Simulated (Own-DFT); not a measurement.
# Hybrid less PBE against volume: monoclinic HfO2, 94 atoms (Hf32O62), with two O vacancies

Calculated, not measured. Each geometry was run twice at fixed positions with Own-DFT, a retired in-house plane-wave program that no person has reviewed: with PBE, and with HSE06 (exact exchange share 0.25 at short range, screening 0.11 per bohr, Gygi-Baldereschi treatment of its divergence). Both used PseudoDojo norm-conserving files made for PBE, a cutoff of 48 hartree, the Gamma point alone, fixed occupations, a neutral cell and no spin. One k point on a cell 10.1 Å thick isn't converged, and results move with the size of the cell. The hafnium file keeps the 4f electrons in the core, and its forces lie about 75 meV/Å off all-electron values. The oxygen file's force components were 24 meV/Å off all-electron values in a glass.

Unstrained cell vectors in Å: (10.234, 0.000, 0.000); (0.000, 10.350, 0.000); (-1.696, 0.000, 10.445), volume V0 = 1106.4 Å³, from measured lattice constants. Each geometry has its own random strain of a few per cent, its own defect sites and random moves of rms u per axis. HSE06 gave the energy alone. D is its energy less that of PBE, over the lowest D shown. The PBE stress wasn't checked against mesh or cutoff.

| run | V - V0 (Å³) | u (Å) | P with PBE (GPa) | D (eV) |
|---|---|---|---|---|
| 1 | 41.8 | 0.0313 | -3.97 | 1.823 |
| 2 | -2.0 | 0.0298 | 4.50 | 0.791 |
| 3 | -6.3 | 0.0293 | 6.11 | 0.585 |
| 4 | -35.9 | 0.0294 | 12.81 | 0.000 |
| 5 | -15.0 | 0.0490 | 9.75 | 0.577 |
| 6 | -6.1 | 0.0280 | 5.10 | 0.725 |
| 7 | 27.8 | 0.0308 | -1.27 | 1.450 |
| 8 | -5.3 | 0.0486 | 6.18 | 0.966 |
| 9 | -11.0 | 0.0315 | 6.36 | 0.640 |
| 10 | -27.7 | 0.0503 | 12.63 | 0.361 |
| 11 | -0.1 | 0.0475 | 4.79 | 1.073 |
| 12 | -19.5 | 0.0502 | 10.92 | 0.525 |
| 13 | -16.5 | 0.0518 | 10.45 | ? |

## Working it out

D = 0.72 + 0.0235 (V - V0) + 121 u² eV, with an error of 0.0010 on the volume slope, 27 on the last term and a scatter of 0.07 eV. Pressure is -dE/dV, and 1 eV/Å³ is 160.2 GPa, so HSE06 changes the pressure by -3.8 ± 0.2 GPa. With the ions held to the strained lattice, the PBE pressure falls by 243 ± 12 GPa per unit of volume strain; the shape of the strain isn't fitted, so the true error is larger, and a relaxed crystal would be softer. On that slope HSE06's volume at a given pressure is about 1.5 % smaller, or 0.5 % in lengths. At u = 0 and V0 the PBE pressure is 3.6 GPa, which puts the zero-pressure volume, against the measured cell and with the defects in, at +1.5 % for PBE and -0.1 % for HSE06, each good to a few tenths of a per cent.

## Withheld run

Q: what D should run 13 give?

The fit gives 0.66 eV, with rows scattering by 0.07. DFT gave 0.548 eV.
